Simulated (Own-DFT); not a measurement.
# Shaking the atoms of beta-Si3N4, 112 atoms (N64Si48)

Calculated results; nothing here was measured. They come from Own-DFT, an in-house plane-wave density functional program, since retired, whose code no person has reviewed. Each row is one single-point run on a periodic cell that was not relaxed, without spin or spin-orbit coupling.

Settings of every run: PBE; PseudoDojo norm-conserving scalar-relativistic files; cutoff 42 hartree; 2 x 2 x 4 k mesh centred on Gamma; Fermi-Dirac smearing of 0.1 eV.

Known limits, some of them of some rows only: some atoms lie very close together; forces on such cells moved up to 12 meV/angstrom on a denser k mesh; stress not checked against mesh or cutoff.

Cell vectors in Å: (15.212, 0.000, 0.000); (-7.606, 13.174, 0.000); (0.000, 0.000, 5.818). In each run every atom was moved at random and independently from its ideal site; u is the rms move along one axis. E is the free energy for each atom above the fitted value at u = 0, and F the rms of the force components.

| run | u (Å) | E (meV/atom) | F (eV/Å) | largest force (eV/Å) | P (GPa) |
|---|---|---|---|---|---|
| 1 | 0.0195 | 18.1 | 0.791 | 3.17 | 5.43 |
| 2 | 0.0199 | 22.0 | 0.860 | 3.57 | 5.50 |
| 3 | 0.0208 | 21.4 | 0.858 | 3.00 | 5.51 |
| 4 | 0.0478 | 107.9 | 1.955 | 8.03 | 7.88 |
| 5 | 0.0519 | ? | ? | ? | ? |
| 6 | 0.0524 | 136.0 | 2.122 | 9.09 | 8.64 |
| 7 | 0.0987 | 484.0 | 5.242 | 41.19 | 17.71 |
| 8 | 0.1002 | 536.9 | 5.390 | 33.78 | 18.83 |
| 9 | 0.1522 | 1074.4 | 7.876 | 47.01 | 31.41 |

## Worked fit

For small independent moves the energy grows as E = (3/2) K u², with K the mean stiffness felt by one atom. The runs with u up to 0.11 Å give K = 33.6 ± 0.9 eV/Å², with residuals divided by u² + 0.0006 Å², since the noise grows with the moves. The scatter is 6.6 meV/atom at u = 0.05 Å. The forces follow F = G u with G = 45.1 eV/Å²; no force at u = 0 is resolved. G exceeds K because the moves of its neighbours add to the force on an atom, and stiffness differs between atoms. At u = 0.152 Å the parabola gives 1167 meV/atom and the run 1074. The pressure follows P = 4.91 + 1351 u² GPa: at fixed volume, shortened bonds push harder than stretched ones pull.

## Withheld run

Question: what energy and rms force should run 5 give?

The fit gives 136 ± 8 meV/atom and about 2.34 eV/Å. The calculation gave 138.4 meV/atom and 2.272 eV/Å.
